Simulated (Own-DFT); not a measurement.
# A layer strained by its substrate: diamond-structure SiGeSn with randomly placed atoms, 64 atoms (Ge40Si16Sn8)

No measurement is shown. These are fixed-geometry runs of a retired plane-wave code named Own-DFT, which no person has reviewed; spin and spin-orbit coupling are neglected.

All runs used: PBE; PseudoDojo norm-conserving scalar-relativistic files; cutoff 49 hartree; 3 x 3 x 3 k mesh centred on Gamma; Fermi-Dirac smearing of 0.1 eV.

Caveats: forces on such cells moved up to 12 meV/angstrom on a denser k mesh; stress not checked against mesh or cutoff.

Unstrained cell vectors in Å: (11.410, 0.000, 0.000); (0.000, 11.410, 0.000); (0.000, 0.000, 11.410). The unstrained cell has measured lattice constants (interpolated for alloys), not those of this functional. That, the random moves and any unrelaxed bonds set the pressure at no strain. Each run strains x and y alike by e, as a substrate would, and holds the height along z. Random moves of width 0.05 Å per axis were added to every atom. The random placing of the alloy's atoms differs from row to row. Stress is positive in tension.

| e (%) | u (Å) | (s_xx + s_yy)/2 (GPa) | s_zz (GPa) |
|---|---|---|---|
| -2.75 | 0.049 | -10.43 | -8.36 |
| -2.25 | 0.049 | -9.29 | -7.85 |
| -1.75 | 0.053 | -8.10 | -6.87 |
| -1.25 | 0.051 | -7.45 | -6.53 |
| -1.00 | 0.050 | -6.43 | -5.67 |
| -0.50 | 0.050 | -6.03 | -5.98 |
| 1.25 | 0.050 | ? | ? |
| 1.50 | 0.048 | -2.32 | -3.13 |
| 2.00 | 0.048 | -1.40 | -2.66 |
| 2.25 | 0.047 | -0.91 | -2.39 |

## Analysis

With e as a fraction, the in-plane stress is -4.9 + 184 e - 507 e² GPa (errors 4 and 311, scatter 0.20), and s_zz is -4.9 + 118 e - 215 e² GPa (slope ± 5, scatter 0.29). At e = 0 the first slope is C11 + C12 and the second 2 C12, both with the ions held to the strained lattice and at the cell's own pressure. A free layer would change its height as e changes, and the in-plane slope would drop by 2 C12²/C11 to the biaxial modulus. At fixed height, a misfit of 1 % moves the in-plane stress by about 1.8 GPa and s_zz by 1.2 GPa.

## The run left out

Q: what are the two stresses at e = 1.25 %?

The fit gives -2.7 and -3.5 GPa. Computed: -2.39 and -3.15 GPa.
